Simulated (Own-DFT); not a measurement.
# Short bonds, stiff crystals?

Calculated, not measured: single-point runs of Own-DFT, a retired in-house plane-wave DFT program that no person has reviewed, on unrelaxed cells, without spin or spin-orbit coupling.

Keep in mind (not all hold for every row): forces on such cells moved up to 12 meV/angstrom on a denser k mesh; k mesh not checked against a denser one; forces on such cells passed a denser k mesh, each cell not checked; stress not checked against mesh or cutoff.

All runs are PBE with PseudoDojo norm-conserving files; cutoff and k mesh are each material's own. Every cell starts from measured lattice constants and was given uniform random strains and small random moves of its atoms. Each triple is the change of volume in per cent, the rms move u in Å and the pressure in GPa.

- wurtzite AlN (Al36N36), 10.45 Å³/atom unstrained: (-2.40, 0.051, 10.98); (-1.35, 0.051, 8.17); (-1.30, 0.049, 8.87); (-0.46, 0.047, 6.37); (-0.21, 0.050, 6.22); (1.89, 0.052, 2.22); (2.69, 0.047, 0.28)
- wurtzite GaN (Ga48N48), 11.42 Å³/atom unstrained: withheld
- diamond silicon (Si64), 20.02 Å³/atom unstrained: (-3.43, 0.047, 6.11); (-2.15, 0.049, 4.65); (-0.54, 0.050, 3.17); (0.08, 0.047, 2.34); (0.09, 0.054, 2.83); (1.00, 0.047, 1.47); (1.69, 0.049, 1.05)
- zincblende GaP (Ga32P32), 20.24 Å³/atom unstrained: (-3.22, 0.044, 6.41); (-0.77, 0.050, 4.28); (-0.59, 0.048, 4.33); (1.53, 0.050, 1.76); (2.19, 0.050, 1.36); (2.45, 0.047, 1.31); (3.50, 0.047, 0.33)
- zincblende InP (In32P32), 25.27 Å³/atom unstrained: (-1.73, 0.050, 5.06); (0.49, 0.051, 3.33); (0.82, 0.054, 3.29); (0.95, 0.045, 3.01); (1.71, 0.049, 2.62); (2.44, 0.052, 2.20); (3.91, 0.048, 1.16)
- grey tin (Sn64), 34.15 Å³/atom unstrained: (-2.51, 0.048, 5.13); (-1.99, 0.047, 4.72); (-1.45, 0.049, 4.56); (-0.34, 0.045, 3.81); (-0.27, 0.047, 3.76); (0.10, 0.052, 3.67); (1.07, 0.047, 3.18)

## What the rows give

Fit a line to each set against the fractional change of volume; B is minus its slope, and u is nearly the same within a set. To take it to zero pressure, assume that B rises by 4 GPa for each GPa: B0 = B - 4 x (mean pressure). The bond length of an ideal tetrahedral crystal with the unstrained volume v is d = (√3/4)(8 v)^(1/3). Cohen's empirical rule reads B0 = (1971 - 220 L) d^(-3.5) GPa, with L = 0 for group IV crystals and SiC and 1 for III-V compounds.

| material | L | d (Å) | B (GPa) | mean P (GPa) | B0 (GPa) | rule (GPa) |
|---|---|---|---|---|---|---|
| wurtzite AlN (Al36N36) | 1 | 1.893 | 204 ± 8 | 6.2 | 179 ± 8 | 188 |
| wurtzite GaN (Ga48N48) | 1 | 1.950 | ? | ? | ? | 169 |
| diamond silicon (Si64) | 0 | 2.352 | 99 ± 4 | 3.1 | 87 ± 4 | 99 |
| zincblende GaP (Ga32P32) | 1 | 2.360 | 93 ± 4 | 2.8 | 82 ± 4 | 87 |
| zincblende InP (In32P32) | 1 | 2.541 | 68 ± 2 | 3.0 | 56 ± 2 | 67 |
| grey tin (Sn64) | 0 | 2.810 | 55 ± 3 | 4.1 | 38 ± 3 | 53 |

A line through ln[B0/(1971 - 220 L)] against ln d has a slope of -4.2 ± 0.2 and a scatter of 7 %. Against the rule, B0 stands at 96 % for wurtzite AlN, 88 % for diamond silicon, 95 % for zincblende GaP, 84 % for zincblende InP, 72 % for grey tin. PBE tends to make silicon and heavier crystals too soft, and the rule itself is only a guide.

## Prediction

Asked: what B0 does the fitted trend give for wurtzite GaN (Ga48N48)?

Estimate: 166 GPa. Its own runs give B = 207 ± 5 GPa at a mean pressure of 6.9 GPa, so B0 = 179 GPa.
